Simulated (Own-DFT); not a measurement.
# Strain and stress in 4H SiC, 72 atoms (C36Si36)

These are calculations, not measurements. The program, named Own-DFT, is a retired in-house plane-wave density functional code that no person has reviewed. Each row is one single-point run on a periodic cell that was not relaxed, without spin or spin-orbit coupling.

Settings of every run: PBE; PseudoDojo norm-conserving scalar-relativistic files; cutoff 42 hartree; 4 x 4 x 3 k mesh centred on Gamma; Fermi-Dirac smearing of 0.1 eV.

Known limits: forces on such cells passed a denser k mesh, each cell not checked; stress not checked against mesh or cutoff.

Unstrained cell vectors in Å: (9.248, 0.000, 0.000); (-4.624, 8.009, 0.000); (0.000, 0.000, 10.068). The unstrained cell has measured lattice constants (interpolated for alloys), not those of this functional. That, the random moves and any unrelaxed bonds set the pressure at no strain. Each run strains this cell uniformly, with the atoms carried along. Every atom was also moved at random, by a Gaussian of width 0.05 Å on each axis. Strain is the symmetric tensor, in per cent. Stress is positive in tension, and the pressure is minus a third of its trace.

```
run,e_xx (%),e_yy (%),e_zz (%),e_yz (%),e_xz (%),e_xy (%),s_xx (GPa),s_yy (GPa),s_zz (GPa),s_yz (GPa),s_xz (GPa),s_xy (GPa),P (GPa),E (meV/atom)
1,0.82,0.10,0.31,-1.16,-0.39,0.47,0.24,-2.01,-3.60,-4.00,-0.91,2.64,1.79,0.0
2,-1.89,-0.71,-1.03,1.47,-1.49,-1.09,-18.16,-9.94,-15.44,3.85,-5.47,-6.43,14.51,61.0
3,1.29,-1.29,1.04,-1.07,0.98,1.55,0.55,-9.46,-1.50,-2.67,2.99,6.30,3.47,39.0
4,-1.89,1.80,-0.17,0.27,-0.67,0.18,-14.57,3.64,-8.79,1.58,-1.82,1.75,6.57,43.9
5,-0.01,0.84,1.00,-1.72,1.44,1.02,-3.60,-0.67,-0.90,-5.86,4.37,4.76,1.72,40.6
6,-0.15,1.79,1.45,1.30,1.43,1.22,-5.49,5.66,2.52,3.23,4.25,5.65,-0.90,36.0
7,0.57,-1.21,-1.20,0.98,0.96,1.14,-3.85,-11.42,-14.00,3.56,3.38,5.89,9.76,43.2
8,0.02,1.50,0.53,1.75,-0.79,0.48,-2.36,2.81,-2.20,5.47,-2.88,1.34,0.58,13.1
9,1.77,1.03,1.55,1.02,-1.14,1.62,5.29,1.89,4.44,2.94,-3.81,6.95,-3.88,28.4
10,-1.03,-1.32,1.43,-0.54,1.76,-1.46,-11.15,-14.27,1.43,-1.36,6.32,-7.76,7.99,47.3
11,0.87,0.77,-1.25,0.67,-2.00,0.93,-0.03,-0.26,-14.07,1.65,-6.38,4.19,4.79,44.6
12,1.78,-1.36,0.15,-0.90,-1.23,-0.23,3.05,-9.74,-6.02,-4.29,-4.34,-1.56,4.24,35.3
13,-1.35,0.89,-1.78,0.39,1.55,0.20,-12.66,-2.46,-17.11,1.10,6.15,-0.23,10.74,40.2
14,0.06,-1.73,-0.22,-1.94,1.16,1.52,-6.23,-14.67,-7.35,-6.72,3.51,6.42,9.41,36.8
15,0.75,0.36,-0.75,-0.54,1.24,0.15,-0.42,-2.21,-12.17,-2.24,3.07,1.78,4.93,35.5
16,-1.36,-0.19,1.21,1.45,1.27,1.49,-11.81,-6.51,-0.34,5.24,4.89,7.69,6.22,25.1
17,-0.26,-1.59,-0.87,-0.57,0.65,-0.31,?,?,?,?,?,?,?,?
```

E is the free energy for each atom above the lowest run shown.

## Worked fit

Each stress component was fitted by least squares to a constant and the strains of the runs shown, as fractions, with shears doubled. Shear strains stay in the fit of a normal stress only where such slopes are resolved. The slopes, in GPa:

| stress | at no strain | per e_xx | per e_yy | per e_zz | scatter |
|---|---|---|---|---|---|
| s_xx | -5.3 | 557 ± 19 | 89 ± 19 | 38 ± 21 | 0.88 |
| s_yy | -4.8 | 103 ± 20 | 542 ± 20 | 16 ± 22 | 0.91 |
| s_zz | -6.8 | 49 ± 20 | 35 ± 20 | 613 ± 22 | 0.93 |

Each shear stress against twice its own strain: yz 162 ± 9, xz 165 ± 8, xy 243 ± 16 GPa. These are stiffnesses along x, y and z of the frame in which the cell vectors are given, which need not be the crystal's axes. The atoms are held to the strained lattice; where symmetry lets them move under strain, relaxing them would lower some slopes. The table should be nearly symmetric about its diagonal, and what it lacks of that shows the noise. A ninth of its sum, 227 ± 5 GPa, estimates the bulk modulus near the mean pressure of these runs, 5.1 GPa, so it lies above the value at zero pressure.

## Withheld run

Question: what normal stresses and pressure should run 17 give?

The fit gives s_xx = -8.5, s_yy = -13.9, s_zz = -12.9 and P = 11.8 GPa. The calculation gave -7.82, -14.63, -11.62 and P = 11.36 GPa.
